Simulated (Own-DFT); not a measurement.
# What a defect does to the pressure of its cell: zincblende InP

No measurement is shown. These are fixed-geometry runs of a retired plane-wave code named Own-DFT, which no person has reviewed; spin and spin-orbit coupling are neglected.

Common settings: PBE; PseudoDojo norm-conserving scalar-relativistic files; cutoff 36 hartree; 2 x 3 x 3 k mesh centred on Gamma; Fermi-Dirac smearing of 0.1 eV.

Known weak points (not all hold for every row): not probed for a lower state with spin; forces on such cells failed a check on a denser k mesh; forces not confirmed at this smearing and k mesh; stress not checked against mesh or cutoff.

All runs share one cell, with vectors in Å (17.606, 0.000, 0.000); (0.000, 11.737, 0.000); (0.000, 0.000, 11.737) and a volume of 2425.5 Å³. u is the rms random offset of the atoms per axis. The defect's site can differ from row to row.

```
                                      cell  formula   u (Å)  P (GPa)
                                 no defect  In48P48  0.0195     3.20
                                 no defect  In48P48  0.0502     3.60
                                 no defect  In48P48  0.0515     3.62
                       one P on an In site  In47P49  0.0288        ?
                       one P on an In site  In47P49  0.0299     3.19
                       one P on an In site  In47P49  0.0471     3.38
                       one P on an In site  In47P49  0.0485     3.41
                        one In on a P site  In49P47  0.0328     3.89
                        one In on a P site  In49P47  0.0512     4.31
                        one In on a P site  In49P47  0.0514     4.22
                           two P vacancies  In48P46  0.0489     3.31
                           two P vacancies  In48P46  0.0505     3.41
                           two P vacancies  In48P46  0.0508     3.23
one In on a P site and one P on an In site  In48P48  0.0283     3.49
one In on a P site and one P on an In site  In48P48  0.0321     3.57
one In on a P site and one P on an In site  In48P48  0.0473     3.80
```

## Analysis

P = P0 + c u² + a shift for each defect gives P0 = 3.11 GPa, c = 195 ± 21 GPa/Å² and a scatter of 0.06 GPa. The shifts, and each times the cell's volume:

- one In on a P site: 0.61 ± 0.05 GPa, 9.3 eV
- one In on a P site and one P on an In site: 0.24 ± 0.05 GPa, 3.7 eV
- one P on an In site: -0.14 ± 0.05 GPa, -2.2 eV
- two P vacancies: -0.28 ± 0.05 GPa, -4.3 eV (-2.2 eV for each of its 2 sites)

A positive shift means that the defect pushes the cell outwards. Shift times volume (160.2 GPa Å³ is 1 eV) depends little on the cell's size, so, taken for each site, it can be compared between cells at like pressure. The atoms around the defects weren't relaxed, which would change these numbers.

## Prediction

Question: what pressure belongs in the blank (one P on an In site, u = 0.0288 Å)?

The fit gives 3.13 ± 0.07 GPa. Computed: 3.15 GPa.
